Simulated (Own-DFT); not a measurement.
# Energy and forces against displacement in zincblende GaP, 64 atoms (Ga32P32)

Calculated results; nothing here was measured. They come from Own-DFT, an in-house plane-wave density functional program, since retired, whose code no person has reviewed. Each row is one single-point run on a periodic cell that was not relaxed, without spin or spin-orbit coupling.

Settings of every run: PBE; PseudoDojo norm-conserving scalar-relativistic files; cutoff 42 hartree; 3 x 3 x 3 k mesh centred on Gamma; Fermi-Dirac smearing of 0.1 eV.

Known limits, some of them of some rows only: some atoms lie very close together; forces on such cells passed a denser k mesh, each cell not checked; stress not checked against mesh or cutoff.

Cell vectors in Å: (10.901, 0.000, 0.000); (0.000, 10.901, 0.000); (0.000, 0.000, 10.901). In each run every atom was moved at random and independently from its ideal site; u is the rms move along one axis. E is the free energy for each atom above the fitted value at u = 0, and F the rms of the force components.

| run | u (Å) | E (meV/atom) | F (eV/Å) | largest force (eV/Å) | P (GPa) |
|---|---|---|---|---|---|
| 1 | 0.0191 | 6.2 | 0.260 | 0.96 | 2.72 |
| 2 | 0.0199 | 6.7 | 0.276 | 0.96 | 2.72 |
| 3 | 0.0204 | 7.3 | 0.296 | 1.37 | 2.73 |
| 4 | 0.0476 | ? | ? | ? | ? |
| 5 | 0.0478 | 41.8 | 0.709 | 3.53 | 3.24 |
| 6 | 0.0521 | 44.7 | 0.743 | 2.61 | 3.18 |
| 7 | 0.0933 | 160.6 | 1.474 | 5.93 | 4.91 |
| 8 | 0.1015 | 153.3 | 1.330 | 4.93 | 4.81 |
| 9 | 0.1046 | 199.8 | 1.675 | 5.52 | 5.56 |
| 10 | 0.1578 | 524.1 | 4.155 | 33.03 | 10.22 |
| 11 | 0.1858 | 543.8 | 2.708 | 10.64 | 10.00 |

## Worked fit

For small independent moves the energy grows as E = (3/2) K u², with K the mean stiffness felt by one atom. The runs with u up to 0.11 Å give K = 11.5 ± 0.4 eV/Å², with residuals divided by u² + 0.0006 Å², since the noise grows with the moves. The scatter is 3.7 meV/atom at u = 0.05 Å. The forces follow F = G u with G = 14.5 eV/Å²; no force at u = 0 is resolved. G exceeds K because the moves of its neighbours add to the force on an atom, and stiffness differs between atoms. At u = 0.186 Å the parabola gives 595 meV/atom and the run 544. The pressure follows P = 2.61 + 248 u² GPa: at fixed volume, shortened bonds push harder than stretched ones pull.

## Withheld run

Question: what energy and rms force should run 4 give?

The fit gives 39 ± 4 meV/atom and about 0.69 eV/Å. The calculation gave 37.4 meV/atom and 0.671 eV/Å.
